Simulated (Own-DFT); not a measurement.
# Energy and forces against displacement in diamond germanium, 16 atoms (Ge16)

These are calculations, not measurements. They come from Own-DFT, an in-house plane-wave density functional program, since retired, whose code no person has reviewed. Each row is one single-point run on a periodic cell that was not relaxed, without spin or spin-orbit coupling.

Settings of every run: PBE; PseudoDojo norm-conserving scalar-relativistic files; cutoff 42 hartree; 5 x 5 x 5 k mesh centred on Gamma; Fermi-Dirac smearing of 0.1 eV.

Known limits: k mesh not checked against a denser one; stress not checked against mesh or cutoff.

Cell vectors in Å: (0.000, 5.658, 5.658); (5.658, 0.000, 5.658); (5.658, 5.658, 0.000). In each run every atom was moved at random and independently from its ideal site; u is the rms move along one axis. E is the free energy for each atom above the fitted value at u = 0, and F the rms of the force components.

```
run,u (Å),E (meV/atom),F (eV/Å),largest force (eV/Å),P (GPa)
1,0.0183,6.7,0.264,0.81,3.87
2,0.0183,7.0,0.267,0.65,3.88
3,0.0221,8.0,0.278,0.74,3.87
4,0.0480,41.7,0.713,1.78,4.34
5,0.0531,?,?,?,?
6,0.0873,164.3,1.476,5.09,6.06
7,0.1007,204.7,1.826,7.07,6.46
8,0.1059,182.0,1.616,5.50,6.23
9,0.1694,507.1,3.120,9.84,10.60
```

## Worked fit

For small independent moves the energy grows as E = (3/2) K u², with K the mean stiffness felt by one atom. The runs with u up to 0.11 Å give K = 12.7 ± 0.7 eV/Å², with residuals divided by u² + 0.0006 Å², since the noise grows with the moves. The scatter is 5.6 meV/atom at u = 0.05 Å. The forces follow F = G u with G = 15.3 eV/Å²; no force at u = 0 is resolved. G exceeds K because the moves of its neighbours add to the force on an atom, and stiffness differs between atoms. At u = 0.169 Å the parabola gives 545 meV/atom and the run 507. The pressure follows P = 3.81 + 248 u² GPa: at fixed volume, shortened bonds push harder than stretched ones pull.

## Withheld run

Question: what energy and rms force should run 5 give?

The fit gives 54 ± 7 meV/atom and about 0.81 eV/Å. The calculation gave 56.9 meV/atom and 0.825 eV/Å.
